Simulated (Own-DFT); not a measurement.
# One host, several defects: C40 NbSi2

Everything here is calculated. The program is Own-DFT (plane waves, in-house, since retired, never reviewed by a person); positions were held fixed, and spin and spin-orbit coupling were off.

All runs used: PBE; PseudoDojo norm-conserving scalar-relativistic files; cutoff 42 hartree; 4 x 4 x 5 k mesh centred on Gamma; cold (Marzari-Vanderbilt) smearing of 0.2 eV.

Known weak points: forces on such cells failed a check on a denser k mesh; stress not checked against mesh or cutoff.

All runs share one cell, with vectors in Å (0.000, 8.324, 0.000); (-9.613, 0.000, 0.000); (0.000, 0.000, 6.586) and a volume of 527.0 Å³. Atoms were moved at random from their sites; u is the rms move along one axis. The defect's site can differ from row to row.

| cell | formula | u (Å) | P (GPa) |
|---|---|---|---|
| no defect | Nb12Si24 | 0.0180 | 1.44 |
| no defect | Nb12Si24 | 0.0184 | 1.45 |
| no defect | Nb12Si24 | 0.0466 | 2.42 |
| one Si vacancy | Nb12Si23 | 0.0301 | 1.06 |
| one Si vacancy | Nb12Si23 | 0.0303 | 1.21 |
| one Si vacancy | Nb12Si23 | 0.0583 | 2.23 |
| two Nb vacancies | Nb10Si24 | 0.0248 | -0.15 |
| two Nb vacancies | Nb10Si24 | 0.0283 | -0.21 |
| two Nb vacancies | Nb10Si24 | 0.0489 | 0.76 |
| two Si on a Nb site each | Nb10Si26 | 0.0279 | 1.51 |
| two Si on a Nb site each | Nb10Si26 | 0.0308 | 1.74 |
| two Si on a Nb site each | Nb10Si26 | 0.0496 | ? |
| two Si on a Nb site each | Nb10Si26 | 0.0552 | 2.50 |
| two Nb on a Si site each | Nb14Si22 | 0.0292 | 7.56 |
| two Nb on a Si site each | Nb14Si22 | 0.0483 | 8.33 |
| two Nb on a Si site each | Nb14Si22 | 0.0530 | 8.49 |

## Working it out

P = P0 + c u² + a shift for each defect gives P0 = 1.32 GPa, c = 470 ± 25 GPa/Å² and a scatter of 0.09 GPa. The shifts, and each times the cell's volume:

- two Nb on a Si site each: 5.86 ± 0.08 GPa, 19.3 eV (9.6 eV for each of its 2 sites)
- two Si on a Nb site each: -0.15 ± 0.08 GPa, -0.5 eV (-0.3 eV for each of its 2 sites) (not resolved)
- one Si vacancy: -0.64 ± 0.08 GPa, -2.1 eV
- two Nb vacancies: -1.78 ± 0.08 GPa, -5.9 eV (-2.9 eV for each of its 2 sites)

A positive shift means that the defect pushes the cell outwards. Shift times volume (160.2 GPa Å³ is 1 eV) depends little on the cell's size, so, taken for each site, it can be compared between cells at like pressure. The atoms around the defects weren't relaxed, which would change these numbers.

## The run left out

Q: what pressure belongs in the blank (two Si on a Nb site each, u = 0.0496 Å)?

The fit gives 2.33 ± 0.11 GPa. DFT gave 2.48 GPa.
